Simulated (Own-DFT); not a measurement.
# How strain changes the stress of diamond-structure SiGeSn with randomly placed atoms, 64 atoms (Ge44Si16Sn4)

These are calculations, not measurements. The program, named Own-DFT, is a retired in-house plane-wave density functional code that no person has reviewed. Each row is one single-point run on a periodic cell that was not relaxed, without spin or spin-orbit coupling.

Settings of every run: PBE; PseudoDojo norm-conserving scalar-relativistic files; cutoff 49 hartree; 3 x 3 x 3 k mesh centred on Gamma; Fermi-Dirac smearing of 0.1 eV.

Known limits: forces on such cells moved up to 12 meV/angstrom on a denser k mesh; stress not checked against mesh or cutoff.

Unstrained cell vectors in Å: (11.306, 0.000, 0.000); (0.000, 11.306, 0.000); (0.000, 0.000, 11.306). The unstrained cell has measured lattice constants (interpolated for alloys), not those of this functional. That, the random moves and any unrelaxed bonds set the pressure at no strain. Each run strains this cell uniformly, with the atoms carried along. Every atom was also moved at random, by a Gaussian of width 0.05 Å on each axis. The random placing of the alloy's atoms differs from row to row. Strain is the symmetric tensor, in per cent. Stress is positive in tension, and the pressure is minus a third of its trace.

| run | e_xx (%) | e_yy (%) | e_zz (%) | s_xx (GPa) | s_yy (GPa) | s_zz (GPa) | P (GPa) | E (meV/atom) |
|---|---|---|---|---|---|---|---|---|
| 1 | -3.00 | -3.00 | 0.00 | -10.46 | -10.55 | -8.30 | 9.77 | 59.9 |
| 2 | -2.00 | -2.00 | 0.00 | -8.49 | -8.28 | -6.98 | 7.92 | 43.6 |
| 3 | -1.25 | -1.25 | 0.00 | -6.62 | -6.59 | -5.77 | 6.33 | 16.5 |
| 4 | 0.75 | 0.75 | 0.00 | -2.91 | -3.14 | -3.58 | 3.21 | 3.1 |
| 5 | 3.00 | 3.00 | 0.00 | 0.44 | 0.34 | -1.55 | 0.26 | 0.0 |
| 6 | -1.00 | -1.00 | 0.00 | -6.29 | -6.35 | -5.64 | 6.09 | 23.7 |
| 7 | -1.75 | -1.75 | 0.00 | -8.31 | -8.02 | -6.92 | 7.75 | 60.9 |
| 8 | -2.50 | -2.50 | 0.00 | -9.50 | -9.47 | -7.45 | 8.81 | 48.7 |
| 9 | -2.75 | -2.75 | 0.00 | ? | ? | ? | ? | ? |

E is the free energy for each atom above the lowest run shown.

## Worked fit

The change of volume is close to e_xx + e_yy + e_zz. A straight line through the runs shown gives P = 4.76 - 80 x (fractional change of volume) GPa, with an error of 3 on the slope and a scatter of 0.32 GPa. The strain isn't the same on all axes, but the crystal is cubic, so the slope still estimates the bulk modulus, averaged over pressures from 0.3 to 9.8 GPa.

## Withheld run

Question: what pressure should run 9 give? Its volume changes by -5.42 %.

The line gives 9.1 GPa. The calculation gave 9.46 GPa.
